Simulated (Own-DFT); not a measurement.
# Computed records: GaP (zincblende, strongly disordered by large displacements), InAs (zincblende, strongly disordered by large displacements)

A calculation, not a measurement: plane-wave PBE density functional theory by an unreviewed code, no spin, of a simulated periodic cell, stress positive in tension, free energy of the whole cell less one offset for each atom, forces on such cells passed a denser k mesh, this cell's mesh not checked; broken bonds can close the gap or carry spin, so checks made on this kind of crystal may not hold here; offsets are fitted by least squares, one for each functional and potential file, so energies compare only between cells with the same atoms and settings and are not formation energies; the far tail of each file's local potential was reset to the Coulomb form; each entry is a single point on an unrelaxed cell, so the pressure reflects the starting lattice, mostly measured values (interpolated for alloys), from which strain is counted, and rises with the displacements; printed positions are rounded, which can move forces by about a meV/angstrom; the program, named Own-DFT, is a retired in-house code; no spin-orbit coupling. Program: Own-DFT development build.

Settings shared by all entries: functional PBE; potential files PseudoDojo norm-conserving, scalar-relativistic, standard set; wave cutoff 42 hartree; occupations Fermi-Dirac; smearing width 0.1 eV; k mesh 3 x 3 x 3 centred on Gamma.

(1) 
```xyz
64
Lattice="10.9010 0.0000 0.0000 0.0000 10.9010 0.0000 0.0000 0.0000 10.9010" Properties=species:S:1:pos:R:3:force_x:R:1:force_y:R:1:force_z:R:1 formula=GaP hardware=one_NVIDIA_H100 free_energy_of_cell_above_offsets=-3.501 pressure=10.29 stress_xx=-9.06 stress_yy=-11.27 stress_zz=-10.53 stress_yz=-2.55 stress_xz=-1.7 stress_xy=0.79 wall_time=619
Ga    10.7557    10.7367     0.2067     -0.134      0.277      0.503
Ga    10.4418     2.7393     2.5293       1.76     -0.723      1.855
Ga     2.7130     0.1773     2.6442      1.091     -1.306      1.713
Ga     2.6025     2.8137     0.1294      0.652     -0.861     -1.865
P      1.3555     1.4458     1.4543     -2.693     -0.094     -0.843
P      1.1106     4.2360     3.8971      2.899     -2.858     -3.102
P      4.3780     1.3232     4.1268      -6.38      -0.25      0.515
P      3.8514     3.8188     1.6998      1.582      1.089     -1.809
Ga    10.6650     0.0041     5.6089      5.577      2.089     -2.835
Ga     0.0706     2.8322     8.2917     -3.887     -3.219     -2.859
Ga     2.5953     0.0744     7.8892      3.244     -3.791      3.544
Ga     2.7091     3.0507     5.8352     -2.125     -3.057     -3.635
P      1.4057     1.3587     6.8752      -3.16      3.334     -2.341
P      1.2989     4.0124     9.3824      3.274      3.528      4.046
P      4.4909     1.3043     9.7809     -5.781     -0.677      0.244
P      3.7768     4.4848     6.8301      6.027     -1.217     -0.977
Ga     0.1261     5.3886     0.1891     -1.086     -0.533     -1.605
Ga     0.1501     7.9752     2.7123     -1.465      1.188      5.309
Ga     2.7867     5.5901     2.3944      0.093      0.133      3.234
Ga     2.7828     8.0857    10.7668     -0.399      2.162      0.324
P      1.3290     6.9673     1.4140      2.638      -2.23     -3.813
P      1.5027     9.4475     4.0781     -1.653      1.679     -0.804
P      4.2853     6.6517     4.3615     -3.939      2.083         -5
P      4.1684     9.7816     1.3833     -0.317     -2.041     -0.193
Ga     0.1613     5.1082     5.4557     -1.792          3      1.744
Ga    10.6507     8.0952     8.1653      0.677      0.195     -1.287
Ga     2.8209     5.5893     8.2292     -3.714       1.82      1.983
Ga     2.6809     8.0260     5.2628      0.936     -0.005      2.043
P      1.2124     6.7357     6.6866      0.565      1.061      1.255
P      0.9463     9.5239     9.4740      2.651     -0.136      0.046
P      4.1734     6.6100     9.6643       0.38     -0.241      1.219
P      4.2013     9.5453     6.7685     -1.717     -0.379      0.385
Ga     5.7250     0.2433     0.2313     -1.151     -4.022     -1.592
Ga     5.2983     2.5716     2.8480       4.42      2.485     -1.619
Ga     8.0873    10.5293     2.8081      1.595      2.886     -0.338
Ga     8.3783     2.7673    10.7380     -1.015      -4.73     -0.583
P      6.9425     1.1357     1.5776      2.657      4.035      2.056
P      7.0068     4.0081     4.2350     -4.074      3.547     -3.809
P      9.4281     1.3128     4.3858      1.672     -2.115     -4.885
P      9.1210     4.0291     1.1865      4.953       1.39      1.742
Ga     5.3386     0.2449     5.5430       1.85     -3.898      1.676
Ga     5.2899     2.5324     8.3501       2.18      2.786     -3.305
Ga     8.2404     0.0951     8.1298     -2.882      -1.13     -0.087
Ga     8.2788     2.7842     5.1952      0.063      0.059      4.974
P      6.8812     1.3249     6.6271      0.659      1.801      2.177
P      6.7823     3.7863     9.9849     -1.575       0.03     -6.519
P      9.3543     1.2426     9.5969      3.472      0.181       0.15
P      9.4945     4.2358     6.7133     -0.507     -2.233      1.671
Ga     5.9138     5.1220     0.3301     -4.979     -0.785      0.247
Ga     5.6561     8.0800     2.9736     -3.441      -1.96     -2.557
Ga     8.5327     5.5842     2.4222     -3.825      1.167      1.187
Ga     8.2703     7.9916     0.0678     -1.089      1.324      0.588
P      6.6815     6.6909     1.3238      2.394      3.718      2.731
P      6.8678     9.3601     3.9872      0.334      0.862      5.594
P      9.3770     6.5138     4.1283      3.043      1.442      1.558
P      9.5478     9.1924     1.8292     -0.522      1.376     -3.799
Ga     5.7301     5.6945     5.4043      1.643     -5.273      0.613
Ga     5.2668     8.0839     8.3365      1.075      1.698      0.027
Ga     8.1589     5.4690     8.1539     -3.007     -1.895      -1.92
Ga     8.5023     8.1571     5.5116     -2.498     -0.191      -1.14
P      6.5946     7.0653     6.7093      3.295      0.967      2.847
P      6.8422     9.5206     9.7731      0.261     -0.118     -1.198
P      9.2181     6.7945     9.3333      3.145      0.853      2.884
P      9.5025     9.7521     6.7341     -1.951     -4.276      3.636
```

Units: free_energy_of_cell_above_offsets in eV; pressure, stress_xx, stress_yy, stress_zz, stress_yz, stress_xz, stress_xy in GPa; wall_time in s; force_x, force_y, force_z in eV/Å.

(2) 
```xyz
64
Lattice="10.9010 0.0000 0.0000 0.0000 10.9010 0.0000 0.0000 0.0000 10.9010" Properties=species:S:1:pos:R:3:force_x:R:1:force_y:R:1:force_z:R:1 formula=GaP hardware=one_NVIDIA_H100 free_energy_of_cell_above_offsets=-1.914 pressure=10.29 stress_xx=-8.48 stress_yy=-12.91 stress_zz=-9.48 stress_yz=-2.2 stress_xz=1.19 stress_xy=-3.35 wall_time=561.1
Ga    10.8840     0.1477    10.6730       1.55     -1.644      1.518
Ga    10.8242     2.3693     2.5353      1.701      1.293     -0.466
Ga     2.5715    10.7808     2.9465     -0.276      0.768     -1.999
Ga     2.6642     2.7807     0.1952      3.964      3.997     -3.631
P      1.6108     1.3952     1.0838     -4.903     -5.327      4.513
P      1.6006     3.8913     3.8493     -3.959      0.143      0.809
P      3.6631     1.3485     4.1523      8.915      -5.95     -5.375
P      4.3424     4.1001     1.3082     -4.861      2.565     -3.456
Ga     0.0819     0.2007     5.5299     -0.766      -0.97      0.973
Ga    10.7123     2.7068     7.9675      -3.08      2.774      3.313
Ga     2.4592     0.2346     8.2784      2.253      1.732     -2.875
Ga     2.7276     2.5471     5.1944     -5.167      6.871      7.038
P      1.1698     1.6622     6.8529      3.924     -2.074     -1.944
P      1.3002     4.0058     9.6319      0.573      0.206     -1.809
P      3.9842     1.1018     9.6953       0.18      3.406     -1.527
P      3.8078     4.2931     6.6395      2.603     -1.287       0.21
Ga    10.8482     5.2776     0.0478      0.033      0.891     -0.912
Ga     0.0404     8.1417     2.7034     -1.177      0.198     -0.147
Ga     2.6353     5.3202     2.6398      1.142      1.339     -1.391
Ga     2.9953     8.2062    10.8462     -3.754      1.837      1.568
P      1.3472     6.7300     1.1753      0.289      0.735      1.098
P      1.0531     9.7841     4.0773      0.482     -3.128      0.034
P      3.9420     6.7006     3.9817      2.385     -0.501     -1.289
P      3.7238     9.6515     1.3512      2.905      -0.41      1.105
Ga    10.8276     5.4766     5.5156      0.156     -0.246     -2.046
Ga     0.0704     8.0438     8.3288      0.834      2.431     -2.559
Ga     2.8215     5.5429     8.1842     -3.656     -2.451     -0.996
Ga     3.0835     7.9225     5.4688     -3.067      1.128       0.74
P      1.2753     6.7816     6.8507      1.164      0.287     -0.468
P      1.3545     9.7043     9.2504     -1.641     -3.407      3.009
P      3.7208     6.8706     9.4889      5.638     -0.654     -0.741
P      4.2523     9.5721     6.3181      -1.59     -0.823      4.078
Ga     5.3254    10.7649    10.8821      1.501       -1.4      0.231
Ga     5.3984     3.0129     2.5792      3.612     -4.056      4.831
Ga     8.3922     0.0923     2.5125     -1.033      0.675      3.665
Ga     8.0526     2.8298     0.1953     -3.604     -5.982     -1.644
P      6.8351     1.1016     1.3023     -1.635      2.813      0.157
P      6.6625     4.5598     4.1282      0.692     -3.159     -1.173
P      9.6775     1.4022     4.2010     -2.674      0.325     -1.043
P      9.4487     3.8237     1.1222      4.891      3.293      4.881
Ga     5.6098     0.1142     5.5103      0.322      1.872     -1.286
Ga     5.5694     3.0030     8.0987     -0.888     -1.042       0.02
Ga     8.4280    10.6442     8.3417      0.551       3.16      -0.88
Ga     8.2704     2.7728     5.7659     -6.691      -9.52     -7.093
P      6.9991     1.3769     6.9251     -1.202     -0.626      0.616
P      7.3103     4.0158     9.5205     -4.995     -1.127     -0.101
P      9.4357     1.3794     9.6928     -0.926      1.622     -2.257
P      9.1859     4.1589     6.4379      7.774      10.33      7.398
Ga     5.4637     5.4515    10.8371      0.782      0.983     -1.066
Ga     5.6356     8.2148     2.9215     -3.999     -4.733         -4
Ga     8.2435     5.2369     2.5154     -0.754      0.948      0.599
Ga     8.3351     8.1526     0.0297     -2.427     -1.621     -2.151
P      6.8803     6.8345     1.2386     -0.515     -0.202      0.685
P      6.5234     9.6337     3.9405      5.182      3.989      2.994
P      9.2936     6.7674     3.9637      1.623      0.466      0.598
P      9.2250     9.5823     1.2047      5.486      0.582      0.759
Ga     5.5600     5.6915     5.7177     -3.751      -2.23      -2.56
Ga     5.4295     8.0642     8.0085     -0.993      2.067      0.805
Ga     7.9288     5.6081     8.4360      3.146      2.985     -2.556
Ga     7.9924     7.9707     5.6893      5.371      6.098     -6.035
P      6.8884     6.8598     6.7914     -2.635     -3.273       6.32
P      7.0744     9.4020     9.3173     -4.231     -1.992      2.448
P      9.6657     6.9381     9.5604     -1.682     -2.939      1.312
P      9.5302     9.6389     6.7541      0.908      -2.04     -0.846
```

Units: free_energy_of_cell_above_offsets in eV; pressure, stress_xx, stress_yy, stress_zz, stress_yz, stress_xz, stress_xy in GPa; wall_time in s; force_x, force_y, force_z in eV/Å.

(3) 
```xyz
64
Lattice="12.1166 0.0000 0.0000 0.0000 12.1166 0.0000 0.0000 0.0000 12.1166" Properties=species:S:1:pos:R:3:force_x:R:1:force_y:R:1:force_z:R:1 formula=InAs hardware=one_NVIDIA_H200 free_energy_of_cell_above_offsets=38.267 pressure=15.97 stress_xx=-17.65 stress_yy=-12.46 stress_zz=-17.79 stress_yz=-0.24 stress_xz=0.09 stress_xy=0.43 wall_time=1258
In     0.3486     0.4009     0.0553     -1.157     -0.016      0.236
In     0.1333     3.2548     2.2137     -1.183      0.578      1.433
In     2.8149     0.1814     3.2171      1.164     -5.912      0.439
In     2.9176     2.5416    12.0944     -0.048      7.685     -3.985
As     2.2182     1.7350     1.7856     -5.704      0.495      3.635
As     1.3525     4.8554     4.3528      0.122     -3.261     -0.627
As     4.2433     1.4178     4.5667      2.676      2.419      1.996
As     4.9432     4.2673     1.5701     -7.068      3.246     -4.299
In     0.0549     0.1753     5.6308     -2.632      2.111      3.539
In    12.0381     3.0404     9.2648      0.721      0.956     -1.514
In     3.2612    11.3487     9.0754     -3.754       1.52      6.252
In     2.5756     3.0485     6.1718      3.052      4.897     -6.144
As     1.5599     1.6246     7.3330     -4.623     -6.264      6.216
As     1.8488     4.8036    11.2043      6.046     -5.738     -5.655
As     4.2487     1.3218    10.9026      5.271     -4.031      -5.05
As     4.1706     4.5590     7.2289      5.596     -2.408     -4.309
In     0.4006     5.9429     0.0938     -6.302      4.175      4.548
In    11.8355     9.1377     3.6926      2.988      1.849     -3.332
In     2.9319     6.3329     3.2119     -3.749     -3.738     -6.786
In     2.9570     9.2125    11.6709      2.087     -1.353       3.85
As     1.4198     7.5166     1.7558     -1.027      2.684     -0.649
As     1.4156    10.8361     4.5746      2.505     -4.418     -0.976
As     4.2915     6.9988     4.6470      8.754     -3.746      2.831
As     4.4092    10.1889     1.8050     -0.533       1.02     -0.505
In    12.0963     6.3853     5.5930      -1.39      0.979      2.198
In     0.0999     8.5988     9.0106     -6.894     -0.478      5.993
In     3.2203     5.4467     8.9151     -3.892      4.749      6.738
In     3.6209     8.8722     5.2781     -3.641      9.611      3.819
As     1.8033     8.3330     7.8124      7.679     -2.605      -5.72
As     1.2479    10.4268    10.8255      -2.63      2.397      -2.35
As     4.5747     7.6124    10.8866      0.967     -2.571     -0.909
As     4.2628    11.1610     7.1742     -4.029     -5.568     -0.877
In     6.6063     0.2132    12.0837     -4.998     -3.975     -4.315
In     5.8012     3.0821     3.0757     -2.559     -10.71      1.726
In     9.1005     0.0034     2.5239     -2.501      2.806      7.041
In     9.0531     3.5319    12.0392      0.377      -7.83      1.516
As     7.7662     1.3663     1.3664      0.219      7.387      2.731
As     7.2144     4.2693     4.0610      7.508      6.142      6.026
As    10.7229     1.9600     4.6787      1.102     -0.529     -2.675
As    10.1690     4.8325     1.1117      5.962       5.68      6.595
In     5.8501    11.9309     6.0360      4.506      5.276      -3.47
In     6.0539     3.1929     9.3594      -5.82     -3.971     -4.193
In     9.2068    12.0687     9.3547      5.609      1.381       -3.3
In     8.8153     2.8492     5.8143     -1.802      0.903      1.671
As     7.4550     1.1652     7.8349     -0.386      1.552     -1.062
As     7.6828     3.9977    10.5184     -1.303      6.088     -3.067
As    10.2906     1.7709    10.6188      1.814     -0.272      1.209
As    10.4572     4.8157     7.1255      0.145     -0.227      0.611
In     5.9830     5.5781     0.0238      1.877      2.253     -2.665
In     6.4066     9.1178     2.9989      0.254      0.148      0.709
In     8.9011     6.6073     3.1725      1.646     -4.985      3.733
In     8.6209     8.9260     0.3054      2.344      5.328     -3.226
As     7.8844     7.0973     1.3411     -5.663      -2.14     -3.658
As     7.7082    10.6929     5.4394      1.894     -0.375     -3.186
As     9.9984     8.0822     4.5611      4.312      -2.75     -3.499
As    10.4883    10.8397     1.6061      6.464     -6.517     -3.807
In     6.1120     6.0526     6.0418       0.59     -1.878     -0.239
In     5.8364     8.9049     9.0957        0.4      0.735     -1.018
In     8.8517     7.0759     9.4461      0.998     -0.487      5.084
In     8.8256     8.6561     6.2050     -2.508      4.079      6.739
As     7.7175     7.1892     7.6831     -6.204     -0.625     -4.965
As     7.4652    10.9356    10.0374     -4.975      -4.28       2.85
As    10.7333     6.7134    10.5404      3.798      0.461      1.427
As    11.1078    10.3763     7.7762     -2.469      2.063     -1.358
```

Units: free_energy_of_cell_above_offsets in eV; pressure, stress_xx, stress_yy, stress_zz, stress_yz, stress_xz, stress_xy in GPa; wall_time in s; force_x, force_y, force_z in eV/Å.

(4) 
```xyz
64
Lattice="10.9010 0.0000 0.0000 0.0000 10.9010 0.0000 0.0000 0.0000 10.9010" Properties=species:S:1:pos:R:3:force_x:R:1:force_y:R:1:force_z:R:1 formula=GaP hardware=one_NVIDIA_H100 free_energy_of_cell_above_offsets=45.239 pressure=19.86 stress_xx=-19.56 stress_yy=-19.78 stress_zz=-20.24 stress_yz=6.82 stress_xz=2.19 stress_xy=-3.73 wall_time=685.4
Ga    10.8005    10.7339    10.4180      6.982     -9.863      2.843
Ga     0.2929     2.5989     2.9300     -9.748      0.249     -2.919
Ga     2.6657     0.0568     2.8525      3.151       5.01     -6.189
Ga     2.7827     2.3773     0.3056       7.84      5.052     -5.755
P      1.3910     1.6233     1.2550       -8.4      -6.97       4.47
P      2.0107     2.7453     3.7055       4.63      0.279     -5.745
P      3.9860     1.6719     3.8292     -6.195     -7.294      7.041
P      3.7461     4.0955     1.8219      6.687     -3.473     -10.78
Ga     0.3376     0.6342     5.9068     -1.752      -6.46     -2.757
Ga     0.2164     2.1810     8.7405     -3.307     -1.184      -0.71
Ga     2.4771    10.8451     8.4403     -0.256     -1.093     -0.734
Ga     2.4983     2.9118     5.4778      4.597       2.33      10.41
P      1.3586     1.8907     7.0232      4.508      0.752      2.769
P      1.1650     3.7594     9.5857      3.732      2.226       1.57
P      3.9849     1.4440     9.3783      1.853      0.896      0.362
P      4.4496     4.4845     6.9394     -3.448     -5.393      7.325
Ga     0.2865     5.4318    10.5702     -2.786       2.86      2.125
Ga     0.1147     8.7328     3.1965     -2.589     -1.825     -1.002
Ga     2.8358     4.8118     3.2588     -5.355      6.863      7.764
Ga     3.0041     8.1144     0.4796     -0.717     -1.939     -0.234
P      0.8005     7.3014     1.4396      1.366     -1.417     -1.234
P      1.8241     9.6471     3.9309     -1.538     -4.282      6.935
P      4.6086     6.8089     4.3831     -3.463      10.26     -6.711
P      3.5725    10.2376     0.2870     -4.812     -0.595      2.609
Ga    10.5407     5.6922     6.0059      4.288      8.636     -2.568
Ga     0.1217     8.5083     7.4958     -2.522      2.055     -1.979
Ga     2.9383     4.8474     8.6423      0.254      1.657      0.123
Ga     3.0371     7.5793     6.2085      8.478       2.28     -6.634
P      1.5352     7.0086     7.1168     -6.635     -7.021      3.688
P      0.9655     8.6710     9.3792      1.931      2.946      3.842
P      4.6154     6.5612     9.7918     -4.796      4.269     -4.141
P      3.8583     9.6051     6.4160     -7.895     -2.824      4.825
Ga     5.4614    10.6869    10.7502      5.788      1.182     -1.569
Ga     5.2515     2.6595     2.9183      8.815      5.703      -5.35
Ga     8.2731     0.0163     2.6521      1.752      -0.88      1.073
Ga     7.7917     2.3163    10.8177      -0.39       2.24       0.22
P      6.7528     1.1882     1.6239      -2.23      0.967      -0.97
P      7.3860     4.3180     4.2829     -2.091     -1.953      1.963
P      9.8433     1.8127     4.8795     -2.318      1.088     -3.136
P      8.7068     4.6221     0.7872      1.264     -0.711     -0.816
Ga     5.4135    10.4406     5.8775      9.199      4.626     -4.041
Ga     5.6815     2.8872     7.8889     -0.285     -1.469      1.526
Ga     8.2553    10.8742     8.0432      5.104     -5.773      5.379
Ga     7.7135     2.4541     5.8338       4.63      8.509     -8.103
P      7.1659     1.1575     7.0279     -9.613     -2.138      1.982
P      6.3459     4.6875     9.2594     -0.426     -2.928       0.49
P      9.6759     1.2634    10.1090     -7.113      7.074     -2.878
P      9.8876     4.0550     6.5533     -3.827     -9.811      4.052
Ga     5.2109     5.1954     0.2125      0.639     -4.153       5.07
Ga     5.7794     8.3343     2.3137     -3.473      5.817      5.734
Ga     7.7570     5.6763     2.6392     -1.117      0.085      -3.58
Ga     8.4779     7.5930     0.4465       0.29      -0.47     -1.675
P      6.3438     6.9837     1.1242      3.245     -5.555     -4.369
P      6.9380     9.4319     3.9269     -0.941      1.246      0.956
P      9.2341     6.1127     4.1191      1.648      1.694      1.597
P      9.6106     9.2946     1.4330        0.3      1.751      0.228
Ga     4.8644     5.2821     5.3274      5.445     -5.575     -2.887
Ga     5.8247     7.9058     8.1717     -0.368       0.98     -0.001
Ga     7.8634     5.9191     8.4413     -2.984     -4.425     -2.679
Ga     7.7554     7.7736     5.2536       5.04      5.591     -7.913
P      7.0229     6.6845     6.5497     -6.066     -6.327      6.685
P      7.2161     9.3355     9.5441      -1.18      0.916       0.65
P      9.2709     7.0405     9.0542      6.936      4.187      4.019
P      9.0292     9.0004     6.7590      0.243      1.523     -0.269
```

Units: free_energy_of_cell_above_offsets in eV; pressure, stress_xx, stress_yy, stress_zz, stress_yz, stress_xz, stress_xy in GPa; wall_time in s; force_x, force_y, force_z in eV/Å.
